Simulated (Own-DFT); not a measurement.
## Calculated data, SiC (4H silicon carbide, strained, atoms displaced), SiC (2H silicon carbide, atoms displaced)

All values are calculated (Own-DFT development build). A calculation, not a measurement: plane-wave PBE density functional theory by an unreviewed code, no spin, of a simulated periodic cell, stress positive in tension, free energy of the whole cell less one offset for each atom, forces on such cells passed a denser k mesh, this cell's mesh not checked; offsets are fitted by least squares, one for each functional and potential file, so energies compare only between cells with the same atoms and settings and are not formation energies; the far tail of each file's local potential was reset to the Coulomb form; each entry is a single point on an unrelaxed cell, so the pressure reflects the starting lattice, mostly measured values (interpolated for alloys), from which strain is counted, and rises with the displacements; printed positions are rounded, which can move forces by about a meV/angstrom; the program, named Own-DFT, is a retired in-house code; no spin-orbit coupling.

Settings shared by all entries: functional PBE; potential files PseudoDojo norm-conserving, scalar-relativistic, standard set; wave cutoff 42 hartree; occupations Fermi-Dirac; smearing width 0.1 eV; hardware one NVIDIA H100.

(1) 
```cif
# cell vector a (Å): 9.1423 -0.0858 -0.0725
# cell vector b (Å): -4.6454 8.1176 -0.0440
# cell vector c (Å): -0.0790 -0.1009 10.1020
data_SiC
_symmetry_space_group_name_H-M 'P 1'
_symmetry_Int_Tables_number 1
_cell_length_a 9.1430
_cell_length_b 9.3529
_cell_length_c 10.1028
_cell_angle_alpha 90.544
_cell_angle_beta 90.897
_cell_angle_gamma 120.315
_cell_volume 745.56
loop_
_atom_site_label
_atom_site_type_symbol
_atom_site_fract_x
_atom_site_fract_y
_atom_site_fract_z
_atom_site_occupancy
Si1 Si 0.98980 0.99085 0.39568 1
Si2 Si 0.10545 0.21744 0.15502 1
C1 C 0.99889 0.99442 0.08717 1
C2 C 0.12245 0.23372 0.34263 1
Si3 Si 0.00337 0.33716 0.40801 1
Si4 Si 0.12899 0.55890 0.15587 1
C3 C 0.99962 0.33327 0.10468 1
C4 C 0.10444 0.55964 0.34735 1
Si5 Si 0.99180 0.66894 0.41408 1
Si6 Si 0.12054 0.90088 0.15306 1
C5 C 0.98827 0.66811 0.09551 1
C6 C 0.11080 0.90160 0.34513 1
Si7 Si 0.33539 0.00365 0.40461 1
Si8 Si 0.44462 0.22206 0.15735 1
C7 C 0.33754 0.99507 0.08911 1
C8 C 0.45020 0.22200 0.34790 1
Si9 Si 0.33282 0.32852 0.42152 1
Si10 Si 0.43518 0.54582 0.15881 1
C9 C 0.32960 0.33099 0.10108 1
C10 C 0.43482 0.55397 0.33958 1
Si11 Si 0.32949 0.66237 0.40404 1
Si12 Si 0.46006 0.89524 0.15621 1
C11 C 0.33638 0.66628 0.09484 1
C12 C 0.45709 0.89828 0.33792 1
Si13 Si 0.66678 0.01020 0.41258 1
Si14 Si 0.77481 0.22157 0.16020 1
C13 C 0.65852 0.99324 0.09921 1
C14 C 0.78736 0.22675 0.34905 1
Si15 Si 0.66794 0.32602 0.41139 1
Si16 Si 0.77994 0.55334 0.15171 1
C15 C 0.66091 0.32801 0.09577 1
C16 C 0.76625 0.55232 0.34069 1
Si17 Si 0.66552 0.66039 0.41173 1
Si18 Si 0.77778 0.88674 0.16209 1
C17 C 0.66535 0.65967 0.09044 1
C18 C 0.77406 0.88716 0.34650 1
Si19 Si 0.00148 0.00194 0.90903 1
Si20 Si 0.88257 0.78077 0.65242 1
C19 C 0.00423 0.00475 0.59868 1
C20 C 0.87717 0.77171 0.84744 1
Si21 Si 0.99744 0.66774 0.89430 1
Si22 Si 0.88450 0.45095 0.65472 1
C21 C 0.00312 0.66855 0.59833 1
C22 C 0.89691 0.45064 0.84888 1
Si23 Si 0.99607 0.33006 0.90935 1
Si24 Si 0.89116 0.11368 0.65326 1
C23 C 0.00199 0.33885 0.59373 1
C24 C 0.89174 0.12090 0.84559 1
Si25 Si 0.66560 0.00489 0.90388 1
Si26 Si 0.55492 0.77457 0.65356 1
C25 C 0.67405 0.00291 0.59821 1
C26 C 0.55005 0.77777 0.84095 1
Si27 Si 0.66741 0.67359 0.90875 1
Si28 Si 0.54838 0.44081 0.65874 1
C27 C 0.66031 0.66757 0.60191 1
C28 C 0.55382 0.44027 0.84227 1
Si29 Si 0.66571 0.33408 0.91169 1
Si30 Si 0.55562 0.10689 0.65215 1
C29 C 0.67164 0.33267 0.59897 1
C30 C 0.55420 0.10808 0.85272 1
Si31 Si 0.33057 0.99657 0.91495 1
Si32 Si 0.22008 0.78229 0.66119 1
C31 C 0.33114 0.00248 0.59773 1
C32 C 0.22884 0.78466 0.84528 1
Si33 Si 0.33146 0.66378 0.90364 1
Si34 Si 0.22254 0.44696 0.65685 1
C33 C 0.34066 0.67485 0.58605 1
C34 C 0.22561 0.45210 0.84442 1
Si35 Si 0.32562 0.32713 0.90225 1
Si36 Si 0.22308 0.10857 0.65702 1
C35 C 0.33500 0.33171 0.58987 1
C36 C 0.21266 0.10910 0.83804 1
_calc_k_mesh '4 x 4 x 3 centred on Gamma'
_calc_free_energy_of_cell_above_offsets '-6.279'  # eV
_calc_pressure 5.34  # GPa
_calc_stress_xx -11.6  # GPa
_calc_stress_yy -0.16  # GPa
_calc_stress_zz -4.27  # GPa
_calc_stress_yz -3.73  # GPa
_calc_stress_xz -2.41  # GPa
_calc_stress_xy -5.52  # GPa
_calc_wall_time 361.7  # s
```

Force:
```
element  x (eV/Å)  y (eV/Å)  z (eV/Å)
     Si     0.551     3.642     2.636
     Si     0.607     0.312     0.856
      C    -0.692     1.314     1.937
      C    -1.487    -2.349     0.464
     Si     1.338     0.869    -0.137
     Si    -4.615    -0.285     1.079
      C     -0.04    -0.076     -1.97
      C     0.509     0.087    -0.357
     Si     0.808     0.261    -2.188
     Si    -0.502    -2.839      0.64
      C     4.026      1.15    -1.342
      C     1.709    -2.096    -0.734
     Si     0.238    -0.427      0.31
     Si    -0.465     -0.37     0.466
      C    -0.471     1.003     2.534
      C    -1.068    -0.235    -0.145
     Si     0.349      0.95    -5.585
     Si     1.347     1.396    -0.719
      C     0.172    -1.099    -2.176
      C     1.506    -0.602     2.123
     Si    -0.202     1.429    -0.463
     Si    -3.801    -2.658     0.732
      C     1.094     1.002    -0.997
      C    -2.198    -1.294     1.562
     Si     1.899    -0.826    -0.635
     Si     0.307    -0.195     0.077
      C     4.223     2.719    -2.197
      C     -1.53    -0.889    -0.545
     Si     -0.08     1.714    -0.477
     Si    -1.612    -0.363     1.028
      C     0.769     0.664     0.131
      C     1.504    -0.509     1.282
     Si    -2.075     0.582    -1.037
     Si    -0.304    -1.061    -1.338
      C     -1.17     0.559     1.266
      C    -1.207    -0.733     0.164
     Si    -1.397    -0.856    -1.746
     Si     1.193     0.524     1.836
      C    -1.011    -1.144    -1.845
      C     1.549     1.998    -1.783
     Si     0.039     0.695     3.039
     Si      2.71    -0.478      1.63
      C    -2.005     0.229    -0.324
      C    -1.093    -1.339    -1.043
     Si     0.354     1.831     0.601
     Si     0.985     1.296     1.225
      C    -0.441    -0.386     0.177
      C     0.271    -1.933    -0.334
     Si     0.948    -1.159     0.924
     Si    -0.888     1.614     1.063
      C    -1.444    -1.047    -0.872
      C     0.855     0.594     0.365
     Si    -1.136    -1.843    -0.298
     Si      1.72     0.565     0.305
      C     1.239    -1.564    -2.042
      C    -0.612     0.372     0.869
     Si       0.4     -0.13    -1.059
     Si     0.049     0.776     2.261
      C    -2.273    -0.633    -0.979
      C    -0.961     1.138    -1.637
     Si     0.043     1.145    -2.816
     Si     1.936     0.286    -0.783
      C     0.879    -0.718    -1.212
      C    -0.848    -1.137    -0.051
     Si    -0.012     1.318     1.037
     Si      0.24     0.687    -0.433
      C    -1.438    -1.005      1.49
      C    -0.101    -1.959     -0.18
     Si     0.711     1.143     1.116
     Si    -0.426     0.777    -0.321
      C    -1.141    -0.325     3.926
      C      1.67    -0.081     1.646
```

(2) 
```cif
# cell vector a (Å): 6.1654 0.0000 0.0000
# cell vector b (Å): -3.0827 5.3394 0.0000
# cell vector c (Å): 0.0000 0.0000 10.0681
data_SiC
_symmetry_space_group_name_H-M 'P 1'
_symmetry_Int_Tables_number 1
_cell_length_a 6.1654
_cell_length_b 6.1654
_cell_length_c 10.0681
_cell_angle_alpha 90.000
_cell_angle_beta 90.000
_cell_angle_gamma 120.000
_cell_volume 331.44
loop_
_atom_site_label
_atom_site_type_symbol
_atom_site_fract_x
_atom_site_fract_y
_atom_site_fract_z
_atom_site_occupancy
Si1 Si 0.99054 0.99198 0.00230 1
Si2 Si 0.16980 0.32991 0.24653 1
C1 C 0.00399 0.00515 0.19175 1
C2 C 0.17834 0.34789 0.43634 1
Si3 Si 0.99625 0.99948 0.49810 1
Si4 Si 0.16466 0.32756 0.75135 1
C3 C 0.99490 0.00459 0.68185 1
C4 C 0.16452 0.33734 0.93533 1
Si5 Si 0.99999 0.50058 0.00349 1
Si6 Si 0.17295 0.83635 0.24943 1
C5 C 0.00796 0.49878 0.18624 1
C6 C 0.17076 0.84837 0.43687 1
Si7 Si 0.01258 0.50530 0.49379 1
Si8 Si 0.16344 0.82985 0.74549 1
C7 C 0.99525 0.50423 0.68423 1
C8 C 0.16507 0.83434 0.93408 1
Si9 Si 0.50428 0.99760 0.99690 1
Si10 Si 0.66689 0.33858 0.25018 1
C9 C 0.48619 0.99378 0.18883 1
C10 C 0.67803 0.33689 0.44136 1
Si11 Si 0.49551 0.99654 0.50210 1
Si12 Si 0.66406 0.33075 0.74886 1
C11 C 0.50461 0.99573 0.68445 1
C12 C 0.67589 0.33950 0.93484 1
Si13 Si 0.49988 0.50266 0.00436 1
Si14 Si 0.66581 0.82556 0.25340 1
C13 C 0.49289 0.50137 0.18618 1
C14 C 0.66156 0.83125 0.43873 1
Si15 Si 0.48940 0.49822 0.49862 1
Si16 Si 0.66670 0.83264 0.75038 1
C15 C 0.50515 0.50554 0.68345 1
C16 C 0.66601 0.82479 0.93521 1
_calc_k_mesh '5 x 5 x 3 centred on Gamma'
_calc_stress_yy ?
```

## Withheld values
1. Estimate the stress yy of SiC (2H silicon carbide, atoms displaced) (entry 2).
2. Give the table of force values for SiC (2H silicon carbide, atoms displaced) (entry 2).

Calculated values
1. -2.01 GPa
2. 
Force:
```
element  x (eV/Å)  y (eV/Å)  z (eV/Å)
     Si     1.044     1.165    -0.654
     Si    -0.822     0.639     0.998
      C    -0.385    -1.525    -0.713
      C    -0.788    -2.136    -1.028
     Si    -0.369     0.759    -0.149
     Si    -0.429     1.376    -1.035
      C     0.887    -0.459     1.095
      C     0.547    -0.835     1.222
     Si     0.295     0.436    -1.554
     Si    -1.128    -0.682     0.335
      C    -1.244      0.18     0.808
      C     0.355    -1.169    -0.202
     Si    -1.521     0.569     1.265
     Si    -0.161     0.485      0.17
      C     1.128    -0.784    -0.007
      C     0.215     0.075     0.629
     Si     -1.01     0.362     0.227
     Si     0.585    -0.919     0.247
      C     2.507     1.266    -0.782
      C    -1.225    -0.171        -1
     Si     0.607     1.109    -0.885
     Si     0.179     0.514    -0.744
      C    -1.133     0.251     1.195
      C      -0.9    -0.786     1.002
     Si     0.124    -1.122    -1.865
     Si    -1.011     1.343    -0.355
      C     1.498     0.014     0.531
      C     0.237     0.046    -0.252
     Si     2.764     0.626     0.545
     Si      0.27    -0.289     -0.83
      C    -0.652    -1.009     1.064
      C    -0.465     0.672     0.721
```

Further results for SiC (2H silicon carbide, atoms displaced) (entry 2):

- free energy of cell above offsets: -4.446 eV
- pressure: 3.91 GPa
- stress xx: -3.14 GPa
- stress zz: -6.57 GPa
- stress yz: -0.94 GPa
- stress xz: -0.01 GPa
- stress xy: -1.15 GPa
- wall time: 123.5 s
